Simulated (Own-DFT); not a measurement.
# A change of arrangement and its cost: Al2C36Si34, 72 atoms

These are calculations, not measurements. The program, named Own-DFT, is a retired in-house plane-wave density functional code that no person has reviewed. Each row is one single-point run on a periodic cell that was not relaxed, without spin or spin-orbit coupling.

Settings of every run: PBE; PseudoDojo norm-conserving scalar-relativistic files; cutoff 42 hartree; 4 x 4 x 3 k mesh centred on Gamma; Fermi-Dirac smearing of 0.1 eV.

Known limits: not probed for a lower state with spin; forces on such cells passed a denser k mesh, each cell not checked; stress not checked against mesh or cutoff.

All cells hold the same atoms in the same cell, with vectors in Å (9.248, 0.000, 0.000); (-4.624, 8.009, 0.000); (0.000, 0.000, 10.068). Every atom was moved at random from its ideal site; u is the rms move along one axis. The defect's site can differ from row to row. E is the free energy of the cell above the lowest run. The arrangements:

- A: 4H SiC, with two Al on a Si site each, 3.1 Å apart
- B: 2H SiC, with two Al on a Si site each, 3.1 Å apart

```
arrangement,u (Å),E (eV),P (GPa)
A,0.0281,0.116,5.65
A,0.0293,0.000,5.63
A,0.0295,0.411,5.75
A,0.0441,3.052,6.66
A,0.0515,4.897,7.21
A,0.0519,5.253,7.40
B,0.0283,0.609,5.80
B,0.0301,0.995,5.97
B,0.0307,1.172,6.05
B,0.0469,4.684,7.20
B,0.0500,5.204,7.57
B,0.0529,7.260,8.38
```

Question: once the cost of the random moves is taken out, how do the arrangements rank?

## Worked answer

Fit E = a + b u², with one b for all and one a for each arrangement, and with residuals divided by u², since the noise grows with the moves. Then b = 2810 eV/Å², the scatter at u = 0.04 Å is 0.29 eV, and against A:

- B: 0.66 ± 0.12 eV (higher)

These are energies of unrelaxed cells. Relaxing the atoms lowers the strained arrangements most, so the gaps would shrink and small ones could change sign.
